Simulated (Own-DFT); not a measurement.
# A change of arrangement and its cost: Ga32P32, 64 atoms

All numbers below are calculated, not measured. They come from Own-DFT, an in-house plane-wave density functional program, since retired, whose code no person has reviewed. Each row is one single-point run on a periodic cell that was not relaxed, without spin or spin-orbit coupling.

Settings of every run: PBE; PseudoDojo norm-conserving scalar-relativistic files; cutoff 42 hartree; 3 x 3 x 3 k mesh centred on Gamma; Fermi-Dirac smearing of 0.1 eV.

Known limits, some of them of some rows only: not probed for a lower state with spin; forces on such cells failed a check on a denser k mesh; forces on such cells passed a denser k mesh, each cell not checked; stress not checked against mesh or cutoff.

All cells hold the same atoms in the same cell, with vectors in Å (10.901, 0.000, 0.000); (0.000, 10.901, 0.000); (0.000, 0.000, 10.901). Every atom was moved at random from its ideal site; u is the rms move along one axis. The defect's site can differ from row to row. E is the free energy of the cell above the lowest run. The arrangements:

- A: zincblende GaP
- B: zincblende GaP, with one Ga on a P site and one P on a Ga site, 2.4 Å apart

| arrangement | u (Å) | E (eV) | P (GPa) |
|---|---|---|---|
| A | 0.0190 | 0.000 | 2.69 |
| A | 0.0199 | 0.040 | 2.70 |
| A | 0.0210 | 0.116 | 2.72 |
| A | 0.0485 | 2.315 | 3.24 |
| A | 0.0505 | 2.303 | 3.25 |
| A | 0.0518 | 2.742 | 3.31 |
| B | 0.0280 | 3.615 | 2.99 |
| B | 0.0284 | 3.437 | 2.94 |
| B | 0.0293 | 3.859 | 3.02 |
| B | 0.0447 | 4.941 | 3.27 |
| B | 0.0517 | 5.327 | 3.36 |
| B | 0.0545 | 6.222 | 3.64 |

Question: once the cost of the random moves is taken out, how do the arrangements rank?

## Worked answer

Fit E = a + b u², with one b for all and one a for each arrangement, and with residuals divided by u², since the noise grows with the moves. Then b = 1114 eV/Å², the scatter at u = 0.04 Å is 0.19 eV, and against A:

- B: 3.11 ± 0.07 eV (higher)

These are energies of unrelaxed cells. Relaxing the atoms lowers the strained arrangements most, so the gaps would shrink and small ones could change sign.
